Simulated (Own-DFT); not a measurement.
# Strain and stress in wurtzite GaN, 96 atoms (Ga48N48)

Calculated results; nothing here was measured. They come from Own-DFT, an in-house plane-wave density functional program, since retired, whose code no person has reviewed. Each row is one single-point run on a periodic cell that was not relaxed, without spin or spin-orbit coupling.

Settings of every run: PBE; PseudoDojo norm-conserving scalar-relativistic files; cutoff 42 hartree; 3 x 4 x 3 k mesh centred on Gamma; Fermi-Dirac smearing of 0.1 eV.

Known limits: forces on such cells passed a denser k mesh, each cell not checked; stress not checked against mesh or cutoff.

Unstrained cell vectors in Å: (12.756, 0.000, 0.000); (-4.784, 8.285, 0.000); (0.000, 0.000, 10.370). The unstrained cell has measured lattice constants (interpolated for alloys), not those of this functional. That, the random moves and any unrelaxed bonds set the pressure at no strain. Each run strains this cell uniformly, with the atoms carried along. Every atom was also moved at random, by a Gaussian of width 0.05 Å on each axis. Strain is the symmetric tensor, in per cent. Stress is positive in tension, and the pressure is minus a third of its trace.

| run | e_xx (%) | e_yy (%) | e_zz (%) | e_yz (%) | e_xz (%) | e_xy (%) | s_xx (GPa) | s_yy (GPa) | s_zz (GPa) | s_yz (GPa) | s_xz (GPa) | s_xy (GPa) | P (GPa) | E (meV/atom) |
|---|---|---|---|---|---|---|---|---|---|---|---|---|---|---|
| 1 | -0.96 | 1.78 | -0.05 | -1.29 | 1.99 | 0.41 | -9.24 | -2.37 | -6.88 | -3.00 | 4.38 | 0.44 | 6.16 | 5.5 |
| 2 | -0.99 | -1.78 | 1.74 | -1.91 | 0.02 | 1.17 | -13.84 | -15.08 | -2.70 | -4.74 | 0.63 | 4.77 | 10.54 | 30.1 |
| 3 | -1.66 | -0.80 | -0.85 | -1.99 | 1.31 | 0.73 | -17.32 | -12.28 | -15.19 | -4.10 | 2.77 | 2.66 | 14.93 | 38.9 |
| 4 | -1.29 | -0.25 | 1.39 | -1.24 | -1.17 | -1.21 | -13.05 | -9.10 | -2.71 | -1.56 | -2.60 | -3.57 | 8.29 | 16.7 |
| 5 | 0.46 | 1.95 | -0.56 | -1.03 | 0.89 | 0.43 | -3.55 | 0.30 | -10.26 | -2.46 | 2.08 | 2.18 | 4.50 | 14.4 |
| 6 | 1.77 | 1.14 | -1.05 | -1.12 | 0.18 | -1.49 | -0.18 | -2.50 | -10.47 | -2.83 | 0.38 | -3.31 | 4.38 | 9.0 |
| 7 | -1.83 | -1.54 | 0.11 | -0.96 | 1.76 | 1.28 | -18.47 | -17.55 | -9.44 | -1.66 | 3.51 | 3.90 | 15.15 | 45.3 |
| 8 | -0.54 | -0.86 | 0.01 | -1.73 | -0.82 | -0.44 | -10.41 | -11.00 | -10.30 | -3.51 | -1.92 | -1.24 | 10.57 | 21.7 |
| 9 | -0.74 | -1.47 | 1.57 | 0.79 | 1.06 | -1.35 | -12.52 | -15.58 | -1.00 | 0.95 | 1.68 | -5.05 | 9.70 | 26.0 |
| 10 | 1.60 | -0.31 | -0.32 | -0.79 | -0.88 | 1.70 | -1.66 | -8.59 | -8.67 | -1.84 | -1.18 | 5.26 | 6.31 | 16.1 |
| 11 | 1.87 | 1.91 | 1.85 | 0.19 | -1.45 | 1.28 | 2.39 | 3.62 | 0.76 | 0.61 | -3.13 | 3.86 | -2.26 | 0.0 |
| 12 | -1.40 | -1.81 | -0.56 | -1.89 | -0.90 | 1.10 | -15.02 | -19.26 | -14.38 | -5.21 | -1.82 | 2.81 | 16.22 | 43.0 |
| 13 | -1.52 | 0.02 | 0.05 | 1.74 | 1.03 | -1.99 | -15.40 | -10.00 | -9.01 | 4.00 | 2.44 | -6.73 | 11.47 | 41.9 |
| 14 | 1.99 | -1.42 | 0.08 | -0.35 | -0.73 | 1.17 | -0.49 | -13.28 | -7.48 | -1.03 | -0.48 | 4.66 | 7.08 | 19.8 |
| 15 | 0.64 | -1.80 | 1.42 | 0.70 | -0.01 | -0.99 | -7.75 | -13.09 | -1.69 | 2.01 | -0.06 | -3.17 | 7.51 | 15.5 |
| 16 | -1.64 | 0.79 | 0.14 | -0.52 | -1.32 | -0.21 | -15.00 | -6.12 | -7.27 | -0.75 | -3.58 | -0.32 | 9.47 | 14.4 |
| 17 | 1.73 | 1.52 | 1.54 | -0.24 | 1.49 | 0.37 | ? | ? | ? | ? | ? | ? | ? | ? |

E is the free energy for each atom above the lowest run shown.

## Worked fit

Each stress component was fitted by least squares to a constant and the strains of the runs shown, as fractions, with shears doubled. Shear strains stay in the fit of a normal stress only where such slopes are resolved. The slopes, in GPa:

| stress | at no strain | per e_xx | per e_yy | per e_zz | scatter |
|---|---|---|---|---|---|
| s_xx | -8.1 | 434 ± 16 | 111 ± 16 | 25 ± 23 | 0.83 |
| s_yy | -8.3 | 97 ± 20 | 437 ± 21 | 85 ± 29 | 1.07 |
| s_zz | -8.4 | 61 ± 22 | 63 ± 23 | 468 ± 32 | 1.15 |

Each shear stress against twice its own strain: yz 110 ± 10, xz 109 ± 6, xy 148 ± 9 GPa. These are stiffnesses along x, y and z of the frame in which the cell vectors are given, which need not be the crystal's axes. The atoms are held to the strained lattice; where symmetry lets them move under strain, relaxing them would lower some slopes. The table should be nearly symmetric about its diagonal, and what it lacks of that shows the noise. A ninth of its sum, 198 ± 4 GPa, estimates the bulk modulus near the mean pressure of these runs, 8.8 GPa, so it lies above the value at zero pressure.

## Withheld run

Question: what normal stresses and pressure should run 17 give?

The fit gives s_xx = 1.5, s_yy = 1.4, s_zz = 0.8 and P = -1.2 GPa. The calculation gave 1.59, 0.98, 0.81 and P = -1.13 GPa.
